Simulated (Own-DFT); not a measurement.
# Biaxial strain at fixed height in diamond-structure GeSn with randomly placed atoms, 64 atoms (Ge60Sn4)

Everything here is calculated. The program is Own-DFT (plane waves, in-house, since retired, never reviewed by a person); positions were held fixed, and spin and spin-orbit coupling were off.

All runs used: PBE; PseudoDojo norm-conserving scalar-relativistic files; cutoff 49 hartree; 3 x 3 x 3 k mesh centred on Gamma; Fermi-Dirac smearing of 0.1 eV.

Limits: forces on such cells moved up to 12 meV/angstrom on a denser k mesh; stress not checked against mesh or cutoff.

Unstrained cell vectors in Å: (11.420, 0.000, 0.000); (0.000, 11.420, 0.000); (0.000, 0.000, 11.420). The unstrained cell has measured lattice constants (interpolated for alloys), not those of this functional. That, the random moves and any unrelaxed bonds set the pressure at no strain. Each run strains x and y alike by e, as a substrate would, and holds the height along z. All atoms carry random offsets, Gaussian with a width of 0.05 Å per axis. The random placing of the alloy's atoms differs from row to row. Stress is positive in tension.

| e (%) | u (Å) | (s_xx + s_yy)/2 (GPa) | s_zz (GPa) |
|---|---|---|---|
| -3.00 | 0.048 | -10.70 | -8.69 |
| -2.75 | 0.050 | -10.40 | -8.42 |
| -1.75 | 0.056 | ? | ? |
| -1.25 | 0.051 | -7.24 | -6.37 |
| -0.75 | 0.051 | -6.51 | -5.88 |
| -0.25 | 0.054 | -5.26 | -5.12 |
| 1.50 | 0.049 | -2.38 | -3.29 |
| 2.25 | 0.050 | -1.25 | -2.55 |
| 2.50 | 0.043 | -0.78 | -2.07 |
| 2.75 | 0.047 | -0.60 | -2.12 |

## Worked fit

With e as a fraction, the in-plane stress is -5.0 + 178 e - 584 e² GPa (errors 2 and 138, scatter 0.13), and s_zz is -4.9 + 116 e - 391 e² GPa (slope ± 2, scatter 0.10). At e = 0 the first slope is C11 + C12 and the second 2 C12, both with the ions held to the strained lattice and at the cell's own pressure. The term in e² is negative: the layer stiffens under compression and softens under tension. A free layer would change its height as e changes, and the in-plane slope would drop by 2 C12²/C11 to the biaxial modulus. At fixed height, a misfit of 1 % moves the in-plane stress by about 1.8 GPa and s_zz by 1.2 GPa.

## Test on the hidden row

Asked: what are the two stresses at e = -1.75 %?

The fit gives -8.2 and -7.0 GPa. The run itself gave -8.46 and -7.37 GPa. That is outside the usual scatter, by luck or through something left out of the fit.
